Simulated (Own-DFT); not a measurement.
# How strain changes the stress of grey tin, 32 atoms (Sn32)

All numbers below are calculated, not measured. The program, named Own-DFT, is a retired in-house plane-wave density functional code that no person has reviewed. Each row is one single-point run on a periodic cell that was not relaxed, without spin or spin-orbit coupling.

Settings of every run: PBE; PseudoDojo norm-conserving scalar-relativistic files; cutoff 42 hartree; 3 x 3 x 5 k mesh centred on Gamma; cold (Marzari-Vanderbilt) smearing of 0.2 eV.

Known limits: forces on such cells failed a check on a denser k mesh; stress not checked against mesh or cutoff.

Unstrained cell vectors in Å: (12.978, 0.000, 0.000); (0.000, 12.978, 0.000); (0.000, 0.000, 6.489). The unstrained cell has measured lattice constants (interpolated for alloys), not those of this functional. That, the random moves and any unrelaxed bonds set the pressure at no strain. Each run strains this cell uniformly, with the atoms carried along. Every atom was also moved at random, by a Gaussian of width 0.05 Å on each axis. Strain is the symmetric tensor, in per cent. Stress is positive in tension, and the pressure is minus a third of its trace.

| run | e_xx (%) | e_yy (%) | e_zz (%) | s_xx (GPa) | s_yy (GPa) | s_zz (GPa) | P (GPa) | E (meV/atom) |
|---|---|---|---|---|---|---|---|---|
| 1 | -0.25 | -0.25 | 0.00 | -3.81 | -3.91 | -3.74 | 3.82 | 24.0 |
| 2 | -0.75 | -0.75 | 0.00 | -4.56 | -4.41 | -4.35 | 4.44 | 38.9 |
| 3 | 1.50 | 1.50 | 0.00 | -2.07 | -2.03 | -2.52 | 2.21 | 10.9 |
| 4 | -2.25 | -2.25 | 0.00 | -6.35 | -6.34 | -5.65 | 6.12 | 61.8 |
| 5 | -1.75 | -1.75 | 0.00 | -5.80 | -5.82 | -5.33 | 5.65 | 63.0 |
| 6 | 2.00 | 2.00 | 0.00 | -1.48 | -1.49 | -2.06 | 1.68 | 0.0 |
| 7 | -3.00 | -3.00 | 0.00 | -7.51 | -7.62 | -6.76 | 7.30 | 99.2 |
| 8 | 0.50 | 0.50 | 0.00 | ? | ? | ? | ? | ? |

E is the free energy for each atom above the lowest run shown.

## Worked fit

The change of volume is close to e_xx + e_yy + e_zz. A straight line through the runs shown gives P = 3.77 - 55 x (fractional change of volume) GPa, with an error of 2 on the slope and a scatter of 0.19 GPa. The strain isn't the same on all axes, but the crystal is cubic, so the slope still estimates the bulk modulus, averaged over pressures from 1.7 to 7.3 GPa.

## Withheld run

Question: what pressure should run 8 give? Its volume changes by 1.00 %.

The line gives 3.2 GPa. The calculation gave 3.10 GPa.
